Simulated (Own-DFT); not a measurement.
# Strain and stress in wurtzite GaN, 72 atoms (Ga36N36)

All numbers below are calculated, not measured. They come from Own-DFT, an in-house plane-wave density functional program, since retired, whose code no person has reviewed. Each row is one single-point run on a periodic cell that was not relaxed, without spin or spin-orbit coupling.

Settings of every run: PBE; PseudoDojo norm-conserving scalar-relativistic files; cutoff 42 hartree; 4 x 4 x 3 k mesh centred on Gamma; Fermi-Dirac smearing of 0.1 eV.

Known limits: forces not confirmed at this smearing and k mesh; stress not checked against mesh or cutoff.

Unstrained cell vectors in Å: (9.567, 0.000, 0.000); (-4.783, 8.285, 0.000); (0.000, 0.000, 10.370). The unstrained cell has measured lattice constants (interpolated for alloys), not those of this functional. That, the random moves and any unrelaxed bonds set the pressure at no strain. Each run strains this cell uniformly, with the atoms carried along. Every atom was also moved at random, by a Gaussian of width 0.05 Å on each axis. Strain is the symmetric tensor, in per cent. Stress is positive in tension, and the pressure is minus a third of its trace.

| run | e_xx (%) | e_yy (%) | e_zz (%) | s_xx (GPa) | s_yy (GPa) | s_zz (GPa) | P (GPa) | E (meV/atom) |
|---|---|---|---|---|---|---|---|---|
| 1 | 2.25 | 2.25 | 0.00 | 3.71 | 3.75 | -6.09 | -0.46 | 9.4 |
| 2 | 2.50 | 2.50 | 0.00 | 4.68 | 3.48 | -4.20 | -1.32 | 7.9 |
| 3 | 1.00 | 1.00 | 0.00 | -1.29 | -3.01 | -6.84 | 3.71 | 0.0 |
| 4 | -1.75 | -1.75 | 0.00 | -16.64 | -20.31 | -10.59 | 15.85 | 60.2 |
| 5 | -2.75 | -2.75 | 0.00 | -23.78 | -27.68 | -12.21 | 21.22 | 91.1 |
| 6 | 1.75 | 1.75 | 0.00 | -0.26 | 1.21 | -5.09 | 1.38 | 10.4 |
| 7 | -1.00 | -1.00 | 0.00 | -12.62 | -12.80 | -9.46 | 11.63 | 22.7 |
| 8 | -0.50 | -0.50 | 0.00 | -10.12 | -9.03 | -9.59 | 9.58 | 18.4 |
| 9 | -2.50 | -2.50 | 0.00 | ? | ? | ? | ? | ? |

E is the free energy for each atom above the lowest run shown.

## Worked fit

The change of volume is close to e_xx + e_yy + e_zz. A straight line through the runs shown gives P = 8.55 - 208 x (fractional change of volume) GPa, with an error of 9 on the slope and a scatter of 0.94 GPa. The strain isn't the same on all axes and the cell isn't cubic, so the slope belongs to this path and is not the bulk modulus.

## Withheld run

Question: what pressure should run 9 give? Its volume changes by -4.94 %.

The line gives 18.8 GPa. The calculation gave 19.13 GPa.
